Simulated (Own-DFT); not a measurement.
# Strain and stress in wurtzite AlGaN with randomly placed atoms, 72 atoms (Al27Ga9N36)

Calculated results; nothing here was measured. They come from Own-DFT, an in-house plane-wave density functional program, since retired, whose code no person has reviewed. Each row is one single-point run on a periodic cell that was not relaxed, without spin or spin-orbit coupling.

Settings of every run: PBE; PseudoDojo norm-conserving scalar-relativistic files; cutoff 42 hartree; 4 x 4 x 3 k mesh centred on Gamma; Fermi-Dirac smearing of 0.1 eV.

Known limits: forces on such cells passed a denser k mesh, each cell not checked; stress not checked against mesh or cutoff.

Unstrained cell vectors in Å: (9.394, 0.000, 0.000); (-4.697, 8.135, 0.000); (0.000, 0.000, 10.066). The unstrained cell has measured lattice constants (interpolated for alloys), not those of this functional. That, the random moves and any unrelaxed bonds set the pressure at no strain. Each run strains this cell uniformly, with the atoms carried along. Every atom was also moved at random, by a Gaussian of width 0.05 Å on each axis. The random placing of the alloy's atoms differs from row to row. Strain is the symmetric tensor, in per cent. Stress is positive in tension, and the pressure is minus a third of its trace.

| run | e_xx (%) | e_yy (%) | e_zz (%) | s_xx (GPa) | s_yy (GPa) | s_zz (GPa) | P (GPa) | E (meV/atom) |
|---|---|---|---|---|---|---|---|---|
| 1 | -0.25 | -0.25 | 0.00 | -10.63 | -4.36 | -7.74 | 7.58 | 13.5 |
| 2 | 2.75 | 2.75 | 0.00 | 7.47 | 4.90 | -1.71 | -3.56 | 23.9 |
| 3 | -3.00 | -3.00 | 0.00 | -27.87 | -27.19 | -11.58 | 22.21 | 97.6 |
| 4 | 1.00 | 1.00 | 0.00 | -0.28 | -0.30 | -6.55 | 2.38 | 0.0 |
| 5 | 2.00 | 2.00 | 0.00 | 3.37 | 5.18 | -5.07 | -1.16 | 6.5 |
| 6 | -1.75 | -1.75 | 0.00 | -17.33 | -17.29 | -9.18 | 14.60 | 37.3 |
| 7 | -0.75 | -0.75 | 0.00 | -9.15 | -10.92 | -9.00 | 9.69 | 16.2 |
| 8 | -2.50 | -2.50 | 0.00 | -21.62 | -23.94 | -12.04 | 19.20 | 82.0 |
| 9 | 0.25 | 0.25 | 0.00 | ? | ? | ? | ? | ? |

E is the free energy for each atom above the lowest run shown.

## Worked fit

The change of volume is close to e_xx + e_yy + e_zz. A straight line through the runs shown gives P = 7.56 - 223 x (fractional change of volume) GPa, with an error of 10 on the slope and a scatter of 1.16 GPa. The strain isn't the same on all axes and the cell isn't cubic, so the slope belongs to this path and is not the bulk modulus.

## Withheld run

Question: what pressure should run 9 give? Its volume changes by 0.50 %.

The line gives 6.4 GPa. The calculation gave 5.28 GPa.
